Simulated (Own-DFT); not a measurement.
# How strain changes the stress of wurtzite AlN, 72 atoms (Al36N36)

All numbers below are calculated, not measured. The program, named Own-DFT, is a retired in-house plane-wave density functional code that no person has reviewed. Each row is one single-point run on a periodic cell that was not relaxed, without spin or spin-orbit coupling.

Settings of every run: PBE; PseudoDojo norm-conserving scalar-relativistic files; cutoff 42 hartree; 4 x 4 x 3 k mesh centred on Gamma; Gaussian smearing of 0.01 eV.

Known limits: k mesh not checked against a denser one; stress not checked against mesh or cutoff.

Unstrained cell vectors in Å: (9.336, 0.000, 0.000); (-4.668, 8.085, 0.000); (0.000, 0.000, 9.964). The unstrained cell has measured lattice constants (interpolated for alloys), not those of this functional. That, the random moves and any unrelaxed bonds set the pressure at no strain. Each run strains this cell uniformly, with the atoms carried along. Every atom was also moved at random, by a Gaussian of width 0.05 Å on each axis. Strain is the symmetric tensor, in per cent. Stress is positive in tension, and the pressure is minus a third of its trace.

| run | e_xx (%) | e_yy (%) | e_zz (%) | e_yz (%) | e_xz (%) | e_xy (%) | s_xx (GPa) | s_yy (GPa) | s_zz (GPa) | s_yz (GPa) | s_xz (GPa) | s_xy (GPa) | P (GPa) | E (meV/atom) |
|---|---|---|---|---|---|---|---|---|---|---|---|---|---|---|
| 1 | 0.32 | 1.03 | -0.15 | 1.45 | 1.47 | -0.88 | -4.26 | -1.29 | -5.41 | 3.93 | 3.56 | -0.86 | 3.65 | 15.2 |
| 2 | -0.81 | 0.79 | -1.32 | -0.38 | -0.96 | -1.07 | -9.23 | -2.03 | -15.24 | -0.78 | -1.58 | -4.60 | 8.83 | 15.0 |
| 3 | -1.13 | -1.54 | -1.90 | -1.82 | -0.98 | -1.82 | -15.53 | -15.36 | -18.65 | -4.73 | -2.94 | -4.94 | 16.51 | 44.6 |
| 4 | -1.09 | -0.90 | -1.97 | 0.46 | -0.06 | -1.79 | -15.52 | -11.68 | -18.95 | 0.44 | -0.60 | -7.97 | 15.38 | 44.2 |
| 5 | 0.29 | -0.22 | -0.83 | -1.84 | -1.18 | 1.98 | -7.07 | -5.78 | -9.87 | -4.74 | -2.59 | 8.95 | 7.57 | 14.1 |
| 6 | 1.45 | -1.32 | 1.82 | -0.61 | 1.76 | -0.96 | 0.79 | -9.60 | 1.38 | -0.88 | 4.31 | -3.37 | 2.48 | 18.6 |
| 7 | -0.42 | 0.69 | -1.76 | -1.30 | -1.36 | -0.49 | -8.75 | -3.98 | -13.79 | -3.43 | -3.42 | -4.02 | 8.84 | 14.2 |
| 8 | 0.17 | 0.87 | -1.65 | -1.99 | 0.03 | 1.29 | -4.54 | -4.33 | -13.26 | -5.19 | -0.49 | 4.94 | 7.37 | 22.8 |
| 9 | 0.08 | -0.41 | -1.86 | 0.88 | -1.67 | -0.07 | -8.96 | -10.28 | -13.57 | 2.61 | -5.66 | 1.17 | 10.94 | 42.2 |
| 10 | -1.20 | -1.23 | -1.88 | -1.28 | 0.69 | -1.81 | -14.86 | -15.38 | -16.30 | -3.59 | 1.04 | -7.49 | 15.51 | 33.7 |
| 11 | 0.66 | 0.26 | 1.08 | 1.19 | -0.13 | -1.83 | -3.72 | -2.32 | 1.28 | 2.88 | 0.02 | -4.75 | 1.59 | 0.0 |
| 12 | -1.11 | 1.80 | 0.98 | -0.51 | 0.16 | 1.73 | -9.91 | 1.06 | -0.25 | -1.99 | 0.60 | 7.25 | 3.03 | 15.7 |
| 13 | 1.43 | 1.33 | 0.31 | 1.38 | 0.66 | 1.09 | 1.82 | 2.24 | -3.65 | 3.44 | 1.58 | 3.86 | -0.14 | 9.8 |
| 14 | -0.71 | -1.09 | 0.88 | -0.29 | -1.72 | 0.40 | -11.57 | -9.08 | -4.23 | 0.56 | -5.82 | 2.70 | 8.29 | 16.0 |
| 15 | 0.33 | 0.59 | 0.44 | -1.09 | -1.72 | -0.20 | -3.68 | -2.59 | -2.93 | -3.34 | -4.32 | -1.72 | 3.07 | 10.8 |
| 16 | -1.41 | 1.66 | 1.20 | 0.39 | -1.80 | 0.82 | -10.57 | 1.47 | -2.92 | 1.09 | -6.38 | 4.39 | 4.01 | 28.9 |
| 17 | -0.59 | -1.43 | 0.78 | -0.88 | -0.56 | 0.00 | -11.35 | -11.92 | -2.07 | -3.19 | -1.65 | 0.58 | 8.45 | 5.3 |
| 18 | 0.80 | -1.09 | -1.40 | -0.75 | -0.01 | -0.87 | ? | ? | ? | ? | ? | ? | ? | ? |

E is the free energy for each atom above the lowest run shown.

## Worked fit

Each stress component was fitted by least squares to a constant and the strains of the runs shown, as fractions, with shears doubled. Shear strains stay in the fit of a normal stress only where such slopes are resolved. The slopes, in GPa:

```
stress  at no strain  per e_xx  per e_yy  per e_zz  scatter
  s_xx          -6.8  495 ± 26  137 ± 19   55 ± 17     0.87
  s_yy          -5.7   83 ± 33  448 ± 25   90 ± 23     1.13
  s_zz          -6.3  116 ± 46   60 ± 35  473 ± 31     1.55
```

Each shear stress against twice its own strain: yz 133 ± 9, xz 132 ± 9, xy 203 ± 20 GPa. These are stiffnesses along x, y and z of the frame in which the cell vectors are given, which need not be the crystal's axes. The atoms are held to the strained lattice; where symmetry lets them move under strain, relaxing them would lower some slopes. The table should be nearly symmetric about its diagonal, and what it lacks of that shows the noise. A ninth of its sum, 217 ± 5 GPa, estimates the bulk modulus near the mean pressure of these runs, 7.4 GPa, so it lies above the value at zero pressure.

## Withheld run

Question: what normal stresses and pressure should run 18 give?

The fit gives s_xx = -5.2, s_yy = -11.2, s_zz = -12.6 and P = 9.7 GPa. The calculation gave -8.23, -9.43, -9.95 and P = 9.20 GPa. This run lies off the fit, by chance or by something that the fit leaves out.
